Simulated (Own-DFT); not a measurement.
# What a defect does to the pressure of its cell: C11b WSi2

Everything here is calculated. The program is Own-DFT (plane waves, in-house, since retired, never reviewed by a person); positions were held fixed, and spin and spin-orbit coupling were off.

Method: PBE; PseudoDojo norm-conserving scalar-relativistic files; cutoff 50 hartree; 5 x 5 x 5 k mesh centred on Gamma; cold (Marzari-Vanderbilt) smearing of 0.2 eV.

Known weak points: forces on such cells failed a check on a denser k mesh; stress not checked against mesh or cutoff.

All runs share one cell, with vectors in Å (-2.148, -5.953, 3.409); (-6.444, 2.976, 1.136); (-2.553, -2.948, -6.757) and a volume of 403.2 Å³. u is the rms random offset of the atoms per axis. The defect's site can differ from row to row.

| cell | formula | u (Å) | P (GPa) |
|---|---|---|---|
| no defect | Si20W10 | 0.0188 | 4.47 |
| no defect | Si20W10 | 0.0212 | 4.74 |
| no defect | Si20W10 | 0.0428 | 5.75 |
| one Si on a W site | Si21W9 | 0.0302 | ? |
| one Si on a W site | Si21W9 | 0.0312 | 6.39 |
| one Si on a W site | Si21W9 | 0.0439 | 6.84 |
| one Si on a W site | Si21W9 | 0.0518 | 8.16 |
| one Si vacancy | Si19W10 | 0.0327 | 3.31 |
| one Si vacancy | Si19W10 | 0.0478 | 4.15 |
| one Si vacancy | Si19W10 | 0.0559 | 4.89 |
| one W vacancy | Si20W9 | 0.0269 | 3.24 |
| one W vacancy | Si20W9 | 0.0470 | 4.23 |
| one W vacancy | Si20W9 | 0.0548 | 5.15 |
| one W on a Si site | Si19W11 | 0.0280 | 9.58 |
| one W on a Si site | Si19W11 | 0.0350 | 10.42 |
| one W on a Si site | Si19W11 | 0.0501 | 10.90 |

## What the rows give

P = P0 + c u² + a shift for each defect gives P0 = 4.28 GPa, c = 810 ± 78 GPa/Å² and a scatter of 0.24 GPa. The shifts, and each times the cell's volume:

- one W on a Si site: 4.80 ± 0.20 GPa, 12.1 eV
- one Si on a W site: 1.35 ± 0.21 GPa, 3.4 eV
- one W vacancy: -1.67 ± 0.21 GPa, -4.2 eV
- one Si vacancy: -1.91 ± 0.22 GPa, -4.8 eV

Positive is outwards. The product with the volume (160.2 GPa Å³ to the eV) is nearly free of the cell's size; divided by the bulk modulus at the cell's pressure it gives the volume that the defect adds. The atoms around the defects weren't relaxed, which would change these numbers.

## Test on the hidden row

Asked: what pressure belongs in the blank (one Si on a W site, u = 0.0302 Å)?

The fitted form gives 6.36 ± 0.28 GPa. The hidden result is 5.96 GPa.
